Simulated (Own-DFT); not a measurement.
# How strain changes the stress of 4H SiC, 72 atoms (C36Si36)

Calculated results; nothing here was measured. The program, named Own-DFT, is a retired in-house plane-wave density functional code that no person has reviewed. Each row is one single-point run on a periodic cell that was not relaxed, without spin or spin-orbit coupling.

Settings of every run: PBE; PseudoDojo norm-conserving scalar-relativistic files; cutoff 42 hartree; 4 x 4 x 3 k mesh centred on Gamma; Fermi-Dirac smearing of 0.1 eV.

Known limits: forces on such cells passed a denser k mesh, each cell not checked; stress not checked against mesh or cutoff.

Unstrained cell vectors in Å: (9.248, 0.000, 0.000); (-4.624, 8.009, 0.000); (0.000, 0.000, 10.068). The unstrained cell has measured lattice constants (interpolated for alloys), not those of this functional. That, the random moves and any unrelaxed bonds set the pressure at no strain. Each run strains this cell uniformly, with the atoms carried along. Every atom was also moved at random, by a Gaussian of width 0.05 Å on each axis. Strain is the symmetric tensor, in per cent. Stress is positive in tension, and the pressure is minus a third of its trace.

```
run,e_xx (%),e_yy (%),e_zz (%),e_yz (%),e_xz (%),e_xy (%),s_xx (GPa),s_yy (GPa),s_zz (GPa),s_yz (GPa),s_xz (GPa),s_xy (GPa),P (GPa),E (meV/atom)
1,-0.09,1.00,-1.84,-1.36,1.52,0.72,-6.25,0.63,-18.16,-4.71,5.41,4.51,7.93,31.7
2,-0.31,-0.07,-1.81,0.40,0.70,1.17,-6.79,-4.44,-20.46,1.82,1.98,4.02,10.56,16.9
3,-0.94,0.04,1.23,-0.56,1.73,-0.54,-10.07,-4.65,0.86,-2.44,5.13,-2.78,4.62,5.4
4,1.60,-0.83,-1.25,-0.34,1.73,0.93,3.31,-10.26,-13.24,-1.48,6.70,4.24,6.73,21.2
5,1.62,0.74,-0.87,0.10,1.84,1.14,3.99,0.62,-10.80,0.38,7.06,5.34,2.06,0.0
6,-1.97,1.32,0.09,-0.87,1.61,0.03,-16.77,0.71,-3.60,-2.27,5.19,-0.13,6.56,10.6
7,0.70,-0.37,-1.79,-1.34,0.09,1.62,-2.02,-9.03,-15.74,-3.87,0.28,7.54,8.93,29.2
8,1.48,0.40,1.95,-0.40,1.41,-0.88,2.61,-0.38,5.75,-2.73,4.52,-3.19,-2.66,6.7
9,1.68,0.84,-1.41,-0.68,-1.83,1.16,1.91,0.12,-11.08,-2.35,-6.35,6.73,3.01,17.2
10,-0.27,0.25,0.65,-0.88,0.28,-0.90,-6.12,-3.82,-1.81,-3.74,0.70,-5.29,3.91,11.0
11,1.07,-1.22,1.16,1.71,-0.16,-0.94,-0.38,-11.17,0.66,5.98,-1.42,-3.38,3.63,27.0
12,0.67,0.23,0.29,0.81,1.37,-1.59,-1.54,-3.11,-4.79,2.57,4.01,-7.10,3.15,21.2
13,0.78,-1.61,0.27,-0.56,-1.53,-0.29,-1.36,-12.90,-6.81,-0.92,-4.67,-2.45,7.02,24.6
14,-1.36,1.22,-0.68,1.30,0.03,1.18,-11.06,-0.48,-10.80,4.96,1.01,4.77,7.44,22.6
15,-1.19,1.75,-1.11,-0.14,-0.39,-1.55,-11.16,3.32,-14.01,-1.47,-1.42,-7.32,7.28,31.7
16,-1.30,0.22,1.57,0.01,-0.01,-1.92,-10.67,-5.88,3.41,-0.21,0.57,-8.91,4.38,10.8
17,-1.84,0.84,1.53,1.94,0.07,1.55,?,?,?,?,?,?,?,?
```

E is the free energy for each atom above the lowest run shown.

## Worked fit

Each stress component was fitted by least squares to a constant and the strains of the runs shown, as fractions, with shears doubled. Shear strains stay in the fit of a normal stress only where such slopes are resolved. The slopes, in GPa:

| stress | at no strain | per e_xx | per e_yy | per e_zz | scatter |
|---|---|---|---|---|---|
| s_xx | -5.2 | 508 ± 21 | 1 ± 29 | 14 ± 18 | 0.86 |
| s_yy | -5.2 | 87 ± 27 | 576 ± 36 | 35 ± 23 | 1.08 |
| s_zz | -6.5 | 66 ± 38 | 97 ± 52 | 628 ± 33 | 1.54 |

Each shear stress against twice its own strain: yz 176 ± 8, xz 168 ± 8, xy 227 ± 14 GPa. These are stiffnesses along x, y and z of the frame in which the cell vectors are given, which need not be the crystal's axes. The atoms are held to the strained lattice; where symmetry lets them move under strain, relaxing them would lower some slopes. The table should be nearly symmetric about its diagonal, and what it lacks of that shows the noise. A ninth of its sum, 224 ± 4 GPa, estimates the bulk modulus near the mean pressure of these runs, 5.3 GPa, so it lies above the value at zero pressure.

## Withheld run

Question: what normal stresses and pressure should run 17 give?

The fit gives s_xx = -14.3, s_yy = -1.5, s_zz = 2.8 and P = 4.3 GPa. The calculation gave -13.67, -1.86, 2.32 and P = 4.40 GPa.
